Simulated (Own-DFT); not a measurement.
SiC (4H silicon carbide, atoms displaced) (calculated)

All values are calculated (Own-DFT development build). A calculation, not a measurement: plane-wave PBE density functional theory by an unreviewed code, no spin, of a simulated periodic cell, stress positive in tension, free energy of the whole cell less one offset for each atom, forces on such cells passed a denser k mesh, this cell's mesh not checked; offsets are fitted by least squares, one for each functional and potential file, so energies compare only between cells with the same atoms and settings and are not formation energies; the far tail of each file's local potential was reset to the Coulomb form; each entry is a single point on an unrelaxed cell, so the pressure reflects the starting lattice, mostly measured values (interpolated for alloys), from which strain is counted, and rises with the displacements; printed positions are rounded, which can move forces by about a meV/angstrom; the program, named Own-DFT, is a retired in-house code; no spin-orbit coupling.

## SiC (4H silicon carbide, atoms displaced)

```
cell vectors (Å)
   6.1654     0.0000     0.0000
  -3.0827     5.3394     0.0000
   0.0000     0.0000    10.0681
atoms (fractions of the cell vectors)
Si  0.98230  0.99487  0.40228
Si  0.14954  0.31432  0.15394
C   0.99341  0.99762  0.10792
C   0.17344  0.35794  0.35819
Si  0.99883  0.52320  0.39910
Si  0.17052  0.83094  0.16032
C   0.98130  0.50521  0.08496
C   0.18114  0.81859  0.35877
Si  0.53394  0.99706  0.39836
Si  0.66532  0.33067  0.17784
C   0.50088  0.99663  0.10894
C   0.66667  0.33399  0.34064
Si  0.48909  0.48901  0.41295
Si  0.68216  0.84150  0.13983
C   0.51759  0.53293  0.08647
C   0.65339  0.84579  0.35490
Si  0.98282  0.01201  0.91381
Si  0.84241  0.65356  0.66689
C   0.01353  0.02972  0.60422
C   0.83640  0.68532  0.82892
Si  0.01889  0.51197  0.91320
Si  0.81952  0.16689  0.64828
C   0.04603  0.53317  0.59206
C   0.80159  0.16820  0.86143
Si  0.52169  0.00760  0.90506
Si  0.36359  0.69903  0.66306
C   0.49622  0.00571  0.60683
C   0.33867  0.68847  0.85162
Si  0.46455  0.48923  0.91294
Si  0.35903  0.17506  0.66738
C   0.48572  0.50687  0.59480
C   0.35706  0.19013  0.84206
```

* functional: PBE
* potential files: PseudoDojo norm-conserving, scalar-relativistic, standard set
* wave cutoff: 42 hartree
* occupations: Fermi-Dirac
* smearing width: 0.1 eV
* hardware: one NVIDIA H100
* k mesh: 5 x 5 x 3 centred on Gamma
* free energy of cell above offsets: 7.909 eV
* pressure: 13.62 GPa
* stress xx: -13.37 GPa
* stress yy: -14.1 GPa
* stress zz: -13.38 GPa
* stress yz: -1.7 GPa
* stress xz: 3.82 GPa
* stress xy: -0.87 GPa
* wall time: 120.2 s

Force:
| element | x (eV/Å) | y (eV/Å) | z (eV/Å) |
| --- | --- | --- | --- |
| Si | 2.468 | 1.751 | 3.143 |
| Si | 0.227 | 5.311 | 1.935 |
| C | 3.479 | 0.331 | -2.525 |
| C | -0.87 | -3.386 | -3.735 |
| Si | 1.606 | -4.746 | 3.944 |
| Si | 0.318 | -0.762 | 0.963 |
| C | 1.446 | -0.61 | 4.316 |
| C | -2.032 | 6.717 | -3.85 |
| Si | -11.93 | 5.405 | 5.049 |
| Si | -0.695 | 0.648 | -9.03 |
| C | -0.552 | 1.431 | -2.019 |
| C | -0.337 | 0.646 | 6.199 |
| Si | 0.149 | 1.835 | 0.39 |
| Si | -4.228 | -0.663 | 4.182 |
| C | -0.326 | -4.982 | 2.494 |
| C | 11.2 | -7.599 | -4.992 |
| Si | 2.058 | -1.293 | -2.569 |
| Si | -0.762 | 2.427 | -6.437 |
| C | 0.599 | -2.627 | -1.351 |
| C | -0.144 | -0.282 | 8.384 |
| Si | -4.071 | -0.064 | -3.026 |
| Si | 3.353 | 2.537 | 1.91 |
| C | -3.76 | -2.523 | 0.414 |
| C | 9.434 | 5.618 | -3.883 |
| Si | -8.902 | -2.456 | 4.594 |
| Si | -0.788 | -3.504 | 0.304 |
| C | 1.584 | 1.479 | -3.517 |
| C | 0.558 | -1.704 | -0.874 |
| Si | 3.627 | 2.586 | -2.069 |
| Si | -5.106 | 1.436 | -2.392 |
| C | 3.915 | -0.493 | 0.857 |
| C | -1.519 | -2.466 | 3.188 |
